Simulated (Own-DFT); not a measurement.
Simulation results for SiC (4H silicon carbide, strained, atoms displaced), GaP (zincblende, strained, atoms displaced), SiC (2H silicon carbide, atoms displaced)

A calculation, not a measurement: plane-wave PBE density functional theory by an unreviewed code, no spin, of a simulated periodic cell, stress positive in tension, free energy of the whole cell less one offset for each atom, forces on such cells passed a denser k mesh, this cell's mesh not checked; offsets are fitted by least squares, one for each functional and potential file, so energies compare only between cells with the same atoms and settings and are not formation energies; the far tail of each file's local potential was reset to the Coulomb form; each entry is a single point on an unrelaxed cell, so the pressure reflects the starting lattice, mostly measured values (interpolated for alloys), from which strain is counted, and rises with the displacements; printed positions are rounded, which can move forces by about a meV/angstrom; the program, named Own-DFT, is a retired in-house code; no spin-orbit coupling. Program: Own-DFT development build.

Common to all runs: functional PBE; potential files PseudoDojo norm-conserving, scalar-relativistic, standard set; wave cutoff 42 hartree; occupations Fermi-Dirac; smearing width 0.1 eV.

```yaml
- entry: 1
  formula: SiC
  kind: "4H silicon carbide, strained, atoms displaced"
  structure:
    cell_angstrom:
      - [9.4258, 0.1217, -0.0369]
      - [-4.6075, 8.0297, -0.0393]
      - [-0.0401, -0.0726, 9.988]
    atoms_fractional:
      - [Si, 0.00359, 0.00068, 0.39925]
      - [Si, 0.10406, 0.20974, 0.15686]
      - [C, 0.00532, 0.00366, 0.08706]
      - [C, 0.10831, 0.21731, 0.34354]
      - [Si, 0.99956, 0.32809, 0.40918]
      - [Si, 0.11399, 0.55991, 0.16201]
      - [C, 0.01056, 0.33854, 0.09772]
      - [C, 0.10879, 0.56868, 0.35056]
      - [Si, 0.0033, 0.66692, 0.40227]
      - [Si, 0.11495, 0.90073, 0.15455]
      - [C, 0.99588, 0.66692, 0.08998]
      - [C, 0.09851, 0.88249, 0.33091]
      - [Si, 0.33313, 0.00446, 0.39523]
      - [Si, 0.45391, 0.21859, 0.14431]
      - [C, 0.32863, 0.99459, 0.08889]
      - [C, 0.45274, 0.2196, 0.33937]
      - [Si, 0.34125, 0.34243, 0.40804]
      - [Si, 0.44153, 0.54939, 0.16212]
      - [C, 0.3279, 0.33217, 0.09846]
      - [C, 0.44953, 0.56012, 0.33925]
      - [Si, 0.32943, 0.6602, 0.40671]
      - [Si, 0.44794, 0.88756, 0.1506]
      - [C, 0.33206, 0.67005, 0.08707]
      - [C, 0.44214, 0.88971, 0.34171]
      - [Si, 0.66565, 0.99405, 0.40507]
      - [Si, 0.78307, 0.22082, 0.15357]
      - [C, 0.66785, 0.00847, 0.10217]
      - [C, 0.77828, 0.22549, 0.3315]
      - [Si, 0.67129, 0.33761, 0.40188]
      - [Si, 0.78095, 0.56017, 0.15154]
      - [C, 0.67721, 0.34274, 0.09272]
      - [C, 0.78234, 0.55475, 0.33875]
      - [Si, 0.675, 0.67498, 0.41229]
      - [Si, 0.77275, 0.88925, 0.15064]
      - [C, 0.65894, 0.66305, 0.08899]
      - [C, 0.78449, 0.89686, 0.33618]
      - [Si, 0.00074, 0.00329, 0.90508]
      - [Si, 0.88612, 0.77111, 0.65828]
      - [C, 0.99921, 0.99566, 0.5931]
      - [C, 0.89652, 0.77962, 0.83353]
      - [Si, 0.99884, 0.66172, 0.90335]
      - [Si, 0.88349, 0.44028, 0.64621]
      - [C, 0.99705, 0.65601, 0.59748]
      - [C, 0.88647, 0.43963, 0.84833]
      - [Si, 0.00078, 0.33456, 0.90902]
      - [Si, 0.88875, 0.11176, 0.6556]
      - [C, 0.00045, 0.34475, 0.58947]
      - [C, 0.89208, 0.12639, 0.84587]
      - [Si, 0.66295, 0.99687, 0.90063]
      - [Si, 0.56463, 0.77765, 0.65204]
      - [C, 0.66393, 0.9952, 0.5915]
      - [C, 0.54951, 0.77, 0.84311]
      - [Si, 0.66447, 0.66341, 0.90539]
      - [Si, 0.54188, 0.437, 0.65882]
      - [C, 0.65561, 0.66785, 0.58707]
      - [C, 0.55613, 0.44726, 0.84358]
      - [Si, 0.65486, 0.3289, 0.91533]
      - [Si, 0.5702, 0.11644, 0.65902]
      - [C, 0.66129, 0.33106, 0.5925]
      - [C, 0.558, 0.12025, 0.8494]
      - [Si, 0.32673, 0.00081, 0.91278]
      - [Si, 0.22277, 0.78947, 0.64997]
      - [C, 0.32402, 0.98693, 0.59209]
      - [C, 0.21923, 0.78108, 0.84029]
      - [Si, 0.34088, 0.66807, 0.90702]
      - [Si, 0.22285, 0.44464, 0.65649]
      - [C, 0.32209, 0.66527, 0.59071]
      - [C, 0.22188, 0.44968, 0.83838]
      - [Si, 0.32711, 0.33112, 0.91222]
      - [Si, 0.22813, 0.11596, 0.65539]
      - [C, 0.32631, 0.33711, 0.59651]
      - [C, 0.22045, 0.10504, 0.84624]
  settings:
    hardware: "one NVIDIA H100"
    k_mesh: "4 x 4 x 3 centred on Gamma"
  results:
    "free_energy_of_cell_above_offsets [eV]": "-5.507"
    "pressure [GPa]": 0.99
    "stress_xx [GPa]": 6.78
    "stress_yy [GPa]": 1.19
    "stress_zz [GPa]": -10.95
    "stress_yz [GPa]": -2.76
    "stress_xz [GPa]": -0.47
    "stress_xy [GPa]": 5.96
    force_element: [Si, Si, C, C, Si, Si, C, C, Si, Si, C, C, Si, Si, C, C, Si, Si, C, C, Si, Si, C, C, Si, Si, C, C, Si, Si, C, C, Si, Si, C, C, Si, Si, C, C, Si, Si, C, C, Si, Si, C, C, Si, Si, C, C, Si, Si, C, C, Si, Si, C, C, Si, Si, C, C, Si, Si, C, C, Si, Si, C, C]
    "force_x [eV/angstrom]": [-0.727, 0.253, -1.525, 0.934, -1.1, -0.558, -0.72, 3.817, -2.759, 0.323, 0.683, 1.565, 0.101, -1.36, 0.787, -1.383, 0.026, -0.44, 1.012, 0.024, -0.582, -0.778, 0.852, 0.727, -0.954, -0.009, 0.308, 0.754, 0.042, -0.095, -0.615, -0.944, 0.206, 0.876, 0.466, -0.046, -0.028, 0.211, -0.027, -1.833, 0.387, -0.379, -1.144, -0.997, -0.085, 0.41, 1.418, 0.413, 0.17, -4.123, 1.021, 1.164, 0.665, 1.162, 3.105, -0.838, 2.19, -2.518, 0.022, -0.325, 1.349, 0.21, 0.458, 1.005, -2.511, -2.227, 2.099, 0.419, -0.004, -0.671, 1.721, -1.049]
    "force_y [eV/angstrom]": [-0.359, 2.772, -1.282, 1.208, 0.931, 0.336, -0.872, -2.956, 0.825, -2.513, 0.791, 1.194, -1.252, 0.898, 0.843, 1.2, -1.515, 0.997, -0.873, -0.145, 1.665, 0.142, -0.825, -0.777, 1.349, 2.213, -1.911, -0.515, -0.796, 0.513, -1.616, 0.821, -0.536, -0.235, 0.428, -1.154, -0.304, 0.43, 0.47, -0.237, 0.398, 0.405, 2.088, -0.058, 2.062, 0.5, -2.585, -3.364, 1.026, 0.079, 0.863, 1.51, 0.814, 1.049, -1.624, -1.203, 2.088, -1.073, 0.377, -2.322, -1.155, -4.393, 5.225, -0.158, -0.174, 1.477, 0.276, -1.108, 0.518, -1.788, -0.924, 1.82]
    "force_z [eV/angstrom]": [1.392, 0.029, 0.595, 0.497, -1.944, -1.067, -0.136, -1.733, 1.458, -1.877, 0.528, 2.587, 1.408, 1.859, 2.063, 0.016, -1.362, -2.719, -0.232, 2.564, -0.344, 1.054, 2.171, -0.088, -1.406, -0.798, -2.878, 3.73, -0.311, 0.308, 0.965, 1.179, -3.691, -0.042, 1.025, 1.414, -1.707, -2.632, -0.303, 3.637, -0.469, 2.826, -1.666, -1.073, -0.06, -0.499, 0.85, -0.515, 1.199, 0.915, 0.63, -0.452, -0.802, -0.693, 2.075, 0.709, -2.526, -0.269, -0.465, -0.599, -3.127, 1.998, -1.799, 0.713, -1.825, -0.4, 0.621, 1.871, -1.257, 0.049, -0.875, -0.293]
    "wall_time [s]": 357.5
- entry: 2
  formula: GaP
  kind: "zincblende, strained, atoms displaced"
  structure:
    cell_angstrom: [[10.862, 0.0, 0.0], [0.0, 10.862, 0.0], [0.0, 0.0, 10.9361]]
    atoms_fractional:
      - [Ga, 0.99751, 0.00429, 0.99781]
      - [Ga, 0.99779, 0.25809, 0.25001]
      - [Ga, 0.24684, 0.99898, 0.24185]
      - [Ga, 0.25105, 0.24505, 0.99813]
      - [P, 0.12394, 0.12381, 0.12428]
      - [P, 0.12722, 0.37094, 0.36421]
      - [P, 0.37867, 0.12597, 0.37464]
      - [P, 0.37323, 0.37498, 0.12216]
      - [Ga, 0.00594, 0.00365, 0.50246]
      - [Ga, 0.00467, 0.25877, 0.75546]
      - [Ga, 0.24632, 0.99581, 0.74148]
      - [Ga, 0.25621, 0.24113, 0.50004]
      - [P, 0.11941, 0.12268, 0.62337]
      - [P, 0.11707, 0.3834, 0.86959]
      - [P, 0.37941, 0.12407, 0.87346]
      - [P, 0.3788, 0.37686, 0.62414]
      - [Ga, 0.00294, 0.50847, 0.99617]
      - [Ga, 0.99495, 0.74791, 0.25035]
      - [Ga, 0.25442, 0.50038, 0.2433]
      - [Ga, 0.25416, 0.74424, 0.00063]
      - [P, 0.12904, 0.63201, 0.11825]
      - [P, 0.12409, 0.87218, 0.37284]
      - [P, 0.37385, 0.62579, 0.37653]
      - [P, 0.37086, 0.87612, 0.12755]
      - [Ga, 0.00096, 0.49719, 0.50009]
      - [Ga, 0.0009, 0.74356, 0.74292]
      - [Ga, 0.25334, 0.50364, 0.74487]
      - [Ga, 0.24806, 0.74446, 0.49599]
      - [P, 0.12866, 0.62962, 0.61437]
      - [P, 0.13318, 0.86944, 0.87603]
      - [P, 0.36251, 0.62442, 0.87314]
      - [P, 0.37732, 0.87593, 0.62658]
      - [Ga, 0.51012, 0.99946, 0.00375]
      - [Ga, 0.49364, 0.25204, 0.24623]
      - [Ga, 0.75364, 0.99184, 0.2465]
      - [Ga, 0.75507, 0.24819, 0.99901]
      - [P, 0.63004, 0.12587, 0.12714]
      - [P, 0.62168, 0.37604, 0.37811]
      - [P, 0.87187, 0.12354, 0.38145]
      - [P, 0.87473, 0.37197, 0.12189]
      - [Ga, 0.4955, 0.99915, 0.49821]
      - [Ga, 0.49757, 0.24768, 0.74903]
      - [Ga, 0.75014, 0.99975, 0.75266]
      - [Ga, 0.75232, 0.24704, 0.49532]
      - [P, 0.62871, 0.12371, 0.62324]
      - [P, 0.62342, 0.37314, 0.88021]
      - [P, 0.87525, 0.11822, 0.87002]
      - [P, 0.8742, 0.37565, 0.63313]
      - [Ga, 0.50105, 0.50226, 0.00187]
      - [Ga, 0.4953, 0.74457, 0.25664]
      - [Ga, 0.74485, 0.50756, 0.24917]
      - [Ga, 0.75046, 0.74691, 0.0033]
      - [P, 0.63247, 0.62579, 0.12974]
      - [P, 0.62487, 0.87651, 0.37572]
      - [P, 0.87492, 0.62891, 0.37344]
      - [P, 0.86939, 0.87651, 0.1192]
      - [Ga, 0.49822, 0.49983, 0.48569]
      - [Ga, 0.5082, 0.75884, 0.74936]
      - [Ga, 0.75961, 0.49863, 0.7559]
      - [Ga, 0.75212, 0.74522, 0.50443]
      - [P, 0.62798, 0.62789, 0.61764]
      - [P, 0.62556, 0.88541, 0.87625]
      - [P, 0.86968, 0.61931, 0.87183]
      - [P, 0.8863, 0.87117, 0.62971]
  settings:
    k_mesh: "3 x 3 x 3 centred on Gamma"
  results:
    "free_energy_of_cell_above_offsets [eV]": "-33.062"
    "pressure [GPa]": 3.71
    "stress_xx [GPa]": -3.84
    "stress_yy [GPa]": -3.86
    "stress_zz [GPa]": -3.41
    "stress_yz [GPa]": -0.34
    "stress_xz [GPa]": 0.22
    "stress_xy [GPa]": 0.08
    force_element: [Ga, Ga, Ga, Ga, P, P, P, P, Ga, Ga, Ga, Ga, P, P, P, P, Ga, Ga, Ga, Ga, P, P, P, P, Ga, Ga, Ga, Ga, P, P, P, P, Ga, Ga, Ga, Ga, P, P, P, P, Ga, Ga, Ga, Ga, P, P, P, P, Ga, Ga, Ga, Ga, P, P, P, P, Ga, Ga, Ga, Ga, P, P, P, P]
    "force_x [eV/angstrom]": [0.651, -0.351, 0.013, -0.365, -0.495, 0.561, -0.488, 0.154, -0.819, -0.835, 0.219, -0.682, 0.963, 1.855, -0.588, -0.209, -0.488, 0.429, -0.631, 0.066, -0.814, 0.069, -0.554, 1.181, 0.024, 0.646, -0.772, 0.651, -0.548, -1.078, 2.456, -0.38, -1.229, 0.835, -0.609, -0.311, -0.138, 0.731, 0.885, 0.044, 0.718, 0.691, 0.338, -0.48, -0.438, 0.26, 0.363, 0.274, -0.128, 0.698, 1.089, -0.233, -1.888, 0.101, -0.087, 1.269, 0.089, -0.476, -2.233, 0.463, -0.662, 0.481, 1.116, -1.377]
    "force_y [eV/angstrom]": [-0.849, -1.282, 0.181, 0.464, 0.562, 0.65, -0.614, 0.008, -0.962, -1.375, 0.351, 0.845, 1.159, -0.091, -0.603, -0.087, -0.492, 0.546, 0.259, 1.339, -0.769, 0.45, -0.527, -0.612, -0.184, -0.027, -0.502, 1.466, -1.272, 0.269, 0.163, -0.485, 0.498, -0.108, 0.865, -0.269, 0.179, -0.51, -0.388, 1.222, 0.067, 0.262, -0.258, 0.737, 0.022, 0.127, 1.332, -0.423, 0.185, 1.022, -1.524, 0.364, 0.589, -0.547, -0.925, -0.43, 0.21, -0.834, -0.534, 1.346, -1.095, -1.604, 1.674, 0.769]
    "force_z [eV/angstrom]": [-0.169, -0.173, 1.113, -0.484, -0.048, 1.445, -0.708, -0.335, -0.647, -0.719, 0.885, 0.138, 0.734, 0.835, 0.057, -0.389, 0.594, -0.659, 0.25, -0.079, 1.188, -0.101, -0.586, -0.559, -0.429, 1.234, -0.486, -0.03, 0.987, -0.215, -0.062, -0.771, 0.43, 0.207, 0.786, -0.275, 0.257, -1.169, -1.327, 0.144, 0.209, -0.038, -1.098, 0.998, 0.045, -0.634, 0.254, -1.355, -0.278, -0.649, 0.765, -0.961, -0.792, 0.136, 0.334, 0.16, 1.728, 0.101, -0.819, -0.519, 1.245, 0.196, 0.843, -0.737]
- entry: 3
  formula: SiC
  kind: "2H silicon carbide, atoms displaced"
  structure:
    cell_angstrom: [[6.1654, 0.0, 0.0], [-3.0827, 5.3394, 0.0], [0.0, 0.0, 10.0681]]
    atoms_fractional:
      - [Si, 0.99714, 0.00019, 0.99909]
      - [Si, 0.1589, 0.3332, 0.25074]
      - [C, 0.00947, 0.00425, 0.18677]
      - [C, 0.16576, 0.3311, 0.43883]
      - [Si, 0.99559, 0.00367, 0.50331]
      - [Si, 0.16832, 0.33489, 0.74982]
      - [C, 0.99705, 0.00191, 0.68146]
      - [C, 0.16238, 0.32386, 0.9367]
      - [Si, 0.99452, 0.50856, 0.00573]
      - [Si, 0.16134, 0.82979, 0.25354]
      - [C, 0.9974, 0.49365, 0.19041]
      - [C, 0.17525, 0.83526, 0.43567]
      - [Si, 0.00431, 0.50296, 0.4994]
      - [Si, 0.17126, 0.83835, 0.75272]
      - [C, 0.98676, 0.49095, 0.68727]
      - [C, 0.16465, 0.83172, 0.93092]
      - [Si, 0.49768, 0.00302, 0.99418]
      - [Si, 0.66991, 0.33019, 0.25094]
      - [C, 0.49447, 0.99477, 0.18361]
      - [C, 0.66743, 0.33125, 0.43483]
      - [Si, 0.48762, 0.98835, 0.50277]
      - [Si, 0.66531, 0.33566, 0.7522]
      - [C, 0.50322, 0.00764, 0.68914]
      - [C, 0.67175, 0.333, 0.93871]
      - [Si, 0.49537, 0.50341, 0.00513]
      - [Si, 0.67736, 0.84686, 0.25277]
      - [C, 0.48788, 0.49773, 0.18953]
      - [C, 0.66984, 0.83642, 0.43712]
      - [Si, 0.5066, 0.50549, 0.49751]
      - [Si, 0.6677, 0.83551, 0.75033]
      - [C, 0.49418, 0.49376, 0.6926]
      - [C, 0.66499, 0.83489, 0.93513]
  settings:
    hardware: "one NVIDIA H100"
    k_mesh: "5 x 5 x 3 centred on Gamma"
  results:
    "free_energy_of_cell_above_offsets [eV]": "-4.486"
    "pressure [GPa]": 3.89
    "stress_xx [GPa]": -2.23
    "stress_yy [GPa]": -1.7
    "stress_zz [GPa]": -7.75
    "stress_yz [GPa]": 0.8
    "stress_xz [GPa]": -0.34
    "stress_xy [GPa]": -1.27
    force_element: [Si, Si, C, C, Si, Si, C, C, Si, Si, C, C, Si, Si, C, C, Si, Si, C, C, Si, Si, C, C, Si, Si, C, C, Si, Si, C, C]
    "force_x [eV/angstrom]": [0.187, 1.443, -0.851, 0.091, 1.032, -1.07, 0.561, -0.516, 1.51, 0.982, -0.816, -1.862, -0.579, -0.799, 1.264, -0.342, 0.372, -1.818, 0.216, 0.054, 1.377, 0.062, -0.146, -1.25, 0.29, -0.738, 1.459, -0.33, -0.117, -0.019, 0.271, 0.081]
    "force_y [eV/angstrom]": [-0.178, -0.132, -0.6, 0.525, -0.188, -0.458, -0.259, 1.462, -1.162, 0.409, 1.089, -0.51, -0.676, -0.928, 1.559, 0.32, -0.352, -0.343, 0.39, -0.105, 1.999, 0.051, -1.064, 0.681, -0.612, -1.483, 0.885, 0.021, -1.056, -0.322, 1.257, -0.219]
    "force_z [eV/angstrom]": [-0.195, 0.344, 0.242, -0.163, -1.389, 0.025, 2.169, 0.555, -1.418, -1.025, -0.227, 0.855, 0.205, -2.13, 0.055, 2.209, 0.901, -0.649, 0.528, 0.966, -0.329, -0.017, 0.029, 0.283, -1.052, -1.29, 0.535, 0.569, 0.444, -0.431, -1.293, 0.695]
    "wall_time [s]": 116.7
```
